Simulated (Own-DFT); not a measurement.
# How strain changes the stress of wurtzite GaN, 96 atoms (Ga48N48)

All numbers below are calculated, not measured. The program, named Own-DFT, is a retired in-house plane-wave density functional code that no person has reviewed. Each row is one single-point run on a periodic cell that was not relaxed, without spin or spin-orbit coupling.

Settings of every run: PBE; PseudoDojo norm-conserving scalar-relativistic files (stringent for Ga); cutoff 96 hartree; 3 x 4 x 3 k mesh centred on Gamma; Gaussian smearing of 0.01 eV.

Known limits: forces on such cells passed a denser k mesh, each cell not checked; stress not checked against mesh or cutoff.

Unstrained cell vectors in Å: (12.756, 0.000, 0.000); (-4.784, 8.285, 0.000); (0.000, 0.000, 10.370). The unstrained cell has measured lattice constants (interpolated for alloys), not those of this functional. That, the random moves and any unrelaxed bonds set the pressure at no strain. Each run strains this cell uniformly, with the atoms carried along. Every atom was also moved at random, by a Gaussian of width 0.05 Å on each axis. Strain is the symmetric tensor, in per cent. Stress is positive in tension, and the pressure is minus a third of its trace.

| run | e_xx (%) | e_yy (%) | e_zz (%) | e_yz (%) | e_xz (%) | e_xy (%) | s_xx (GPa) | s_yy (GPa) | s_zz (GPa) | s_yz (GPa) | s_xz (GPa) | s_xy (GPa) | P (GPa) | E (meV/atom) |
|---|---|---|---|---|---|---|---|---|---|---|---|---|---|---|
| 1 | -0.27 | 0.41 | 1.53 | 0.53 | 1.17 | -0.08 | -6.92 | -5.89 | -0.47 | -0.09 | 2.50 | -0.15 | 4.43 | 17.3 |
| 2 | 0.58 | -0.21 | -1.98 | -0.10 | -0.67 | -0.10 | -6.66 | -9.93 | -16.86 | -0.99 | -1.59 | 0.08 | 11.15 | 44.3 |
| 3 | -1.32 | 1.84 | 1.24 | 0.07 | -0.36 | 0.15 | -9.29 | -0.71 | -2.12 | 0.36 | -0.97 | 0.11 | 4.04 | 12.2 |
| 4 | 0.89 | 1.13 | 1.00 | 1.93 | 1.16 | -1.34 | -2.73 | -1.38 | -1.12 | 3.94 | 2.62 | -3.39 | 1.74 | 10.3 |
| 5 | 1.23 | 0.21 | -1.30 | -0.71 | 0.28 | -0.84 | -3.70 | -5.54 | -12.95 | -0.72 | 1.99 | -3.62 | 7.39 | 19.1 |
| 6 | 1.95 | -1.90 | -1.01 | 0.46 | -0.86 | -1.71 | -1.33 | -14.64 | -13.11 | 1.04 | -1.60 | -5.98 | 9.69 | 31.5 |
| 7 | 0.47 | 0.49 | 1.94 | -1.75 | 0.58 | -1.56 | -1.89 | -5.20 | 1.29 | -4.25 | 1.08 | -3.71 | 1.93 | 9.1 |
| 8 | 0.94 | -0.99 | -1.41 | 0.34 | -0.14 | 0.35 | -5.14 | -12.58 | -14.42 | 0.05 | -0.24 | 2.84 | 10.71 | 33.4 |
| 9 | 0.12 | -1.64 | -0.54 | 1.97 | 1.31 | 0.90 | -10.41 | -12.53 | -11.32 | 3.77 | 3.25 | 2.98 | 11.42 | 32.6 |
| 10 | -0.27 | 0.92 | 1.85 | 1.77 | -0.42 | -0.80 | -5.50 | -3.26 | 0.27 | 3.87 | -1.23 | -1.91 | 2.83 | 12.6 |
| 11 | 1.47 | -0.81 | 1.65 | -0.05 | -0.23 | -1.66 | -2.43 | -7.76 | 1.74 | 0.19 | -0.16 | -5.25 | 2.82 | 0.0 |
| 12 | -0.36 | -0.77 | -0.46 | 0.54 | -1.23 | -0.27 | -9.43 | -10.67 | -10.93 | 0.54 | -2.75 | -0.78 | 10.34 | 23.6 |
| 13 | -0.85 | -1.49 | -0.60 | 0.51 | 1.18 | -0.59 | -12.45 | -15.19 | -11.93 | 1.02 | 3.22 | -1.47 | 13.19 | 28.4 |
| 14 | 1.75 | -0.46 | 0.96 | 2.00 | -0.94 | 1.78 | -1.05 | -7.82 | -1.88 | 3.62 | -1.59 | 5.74 | 3.58 | 27.2 |
| 15 | 1.91 | 0.24 | -1.11 | -1.01 | -0.26 | -1.71 | 0.20 | -5.12 | -11.14 | -3.04 | -0.77 | -3.83 | 5.36 | 16.4 |
| 16 | 1.42 | 1.68 | -1.24 | -0.85 | 0.06 | -1.17 | ? | ? | ? | ? | ? | ? | ? | ? |

E is the free energy for each atom above the lowest run shown.

## Worked fit

Each stress component was fitted by least squares to a constant and the strains of the runs shown, as fractions, with shears doubled. Shear strains stay in the fit of a normal stress only where such slopes are resolved. The slopes, in GPa:

| stress | at no strain | per e_xx | per e_yy | per e_zz | scatter |
|---|---|---|---|---|---|
| s_xx | -7.2 | 384 ± 26 | 120 ± 28 | 63 ± 22 | 0.95 |
| s_yy | -7.6 | 89 ± 26 | 394 ± 27 | 57 ± 21 | 0.94 |
| s_zz | -7.9 | 91 ± 17 | 58 ± 18 | 476 ± 14 | 0.60 |

Each shear stress against twice its own strain: yz 112 ± 10, xz 118 ± 8, xy 159 ± 16 GPa. These are stiffnesses along x, y and z of the frame in which the cell vectors are given, which need not be the crystal's axes. The atoms are held to the strained lattice; where symmetry lets them move under strain, relaxing them would lower some slopes. The table should be nearly symmetric about its diagonal, and what it lacks of that shows the noise. A ninth of its sum, 192 ± 3 GPa, estimates the bulk modulus near the mean pressure of these runs, 6.7 GPa, so it lies above the value at zero pressure.

## Withheld run

Question: what normal stresses and pressure should run 16 give?

The fit gives s_xx = -0.5, s_yy = -0.5, s_zz = -11.6 and P = 4.2 GPa. The calculation gave -0.46, 1.17, -12.30 and P = 3.86 GPa.
